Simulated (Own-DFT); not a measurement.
# Oxygen vacancies under two functionals: monoclinic HfO2, Hf32O62

Calculated, not measured. Each geometry was run twice at fixed positions with Own-DFT, a retired in-house plane-wave program that no person has reviewed: with PBE, and with HSE06 (exact exchange share 0.25 at short range, screening 0.11 per bohr, Gygi-Baldereschi treatment of its divergence). Both used PseudoDojo norm-conserving files made for PBE, a cutoff of 48 hartree, the Gamma point alone, fixed occupations, a neutral cell and no spin. The unstrained cell is 10.1 Å across at its thinnest, so Gamma alone is coarse and defects feel their images. The hafnium file keeps the 4f electrons in the core, and its forces lie about 75 meV/Å off all-electron values. The oxygen file's force components were 24 meV/Å off all-electron values in a glass.

Cell vectors in Å: (10.234, 0.000, 0.000); (0.000, 10.350, 0.000); (-1.696, 0.000, 10.445). Atoms were moved at random from their ideal sites, and each line below averages several runs of one case and one width of the moves; u² is the mean square move along one axis. E is the PBE energy of the cell and D the HSE06 energy less the PBE one, each over its lowest single run, with the standard error of the mean. Within a case the pair of sites differs from run to run.

- A: two O taken from sites with four and four neighbours, under 3.2 Å apart
- B: two O taken from sites with three and four neighbours, under 3.2 Å apart
- C: two O taken from sites with three and three neighbours, under 3.2 Å apart

```
case,runs,u² (Å²),E (eV),error of E,D (eV),error of D
A,14,0.000899,0.243,0.047,0.122,0.011
A,14,0.002437,3.845,0.196,0.307,0.023
A,14,0.006309,13.033,0.399,0.768,0.047
B,14,0.000932,0.422,0.053,0.092,0.009
B,14,0.002571,4.206,0.126,0.297,0.019
B,14,0.006130,13.226,0.477,0.707,0.033
C,14,0.000898,0.623,0.054,0.061,0.009
C,14,0.002544,4.458,0.221,0.264,0.016
```

Question: how do the cases differ under PBE, and what does HSE06 change?

## Solution

Fit E and D each to a + b u², with one a for each case and lines weighted by their errors. Against A, in eV:

```
case          PBE  change by HSE06        HSE06
   B  0.09 ± 0.07   -0.033 ± 0.013  0.06 ± 0.07
   C  0.38 ± 0.07   -0.059 ± 0.012  0.32 ± 0.07
```

Under PBE, C lies above A by more than three errors. D is known much better than E, because both runs of a geometry share the same random moves. HSE06 moves C down against A. The slope b is 2365 ± 43 eV/Å² for E and 120 ± 5 for D, so at this fixed cell HSE06 makes random moves about 5 % costlier. The vacancies are unrelaxed, and relaxation differs between sites.
